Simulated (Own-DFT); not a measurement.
# Slab less bulk: wurtzite GaN, m plane (10-10)

No measurement is shown. These are fixed-geometry runs of a retired plane-wave code named Own-DFT, which no person has reviewed; spin and spin-orbit coupling are neglected.

Limits (not all hold for every row): forces not confirmed at this smearing and k mesh; k mesh not checked against a denser one; forces on such cells passed a denser k mesh, each cell not checked.

Both sets of runs: PBE; PseudoDojo norm-conserving scalar-relativistic files (stringent for Ga); cutoff 96 hartree; Gaussian smearing of 0.01 eV. The slab has 64 atoms in 16 layers, two equal faces of 33.07 Å² as cut, 15 Å of vacuum, a dipole correction along the normal and a 6 x 6 x 1 mesh. The bulk cell has 96 atoms, the same measured lattice constants and a 3 x 4 x 3 mesh. In the slab only the 16 atoms nearest the faces were moved at random; u is their rms move along one axis. Energies are counted from -3520.29 eV for each atom.

```
slab run,u (Å),E (eV, cell)
1,0.0458,8.297
2,0.0474,8.882
3,0.0479,8.595
4,0.0489,8.615
5,0.0516,8.457
6,0.0533,9.016
7,0.0550,9.247
8,0.0857,11.324
9,0.0876,10.303
10,0.0940,11.073
11,0.0946,11.549
12,0.0967,11.368
```

```
bulk run,u (Å),E (meV/atom)
1,0.0187,0.59
2,0.0195,1.16
3,0.0199,1.71
4,0.0204,1.98
5,0.0212,2.47
6,0.0483,60.24
7,0.0485,56.79
8,0.0514,66.04
9,0.0520,62.71
10,0.0524,65.81
```

The question: what is the energy of the unrelaxed surface?

## Answer

Take each set to u = 0 with E = a + b u². Residuals are scaled by 1/(u² + 0.0006 Å²) to tame the large moves. Slab: a = 7.66 ± 0.16 eV. Bulk: a = -9.6 ± 0.4 meV/atom. The excess is 7.66 - 64 x (-0.0096) = 8.28 ± 0.16 eV. Over two faces that is 125 meV/Å², or 2.00 ± 0.04 J/m². Relaxing the faces would lower the energy, and the unlike meshes and the reach from the smallest u down to zero add errors that aren't counted here.
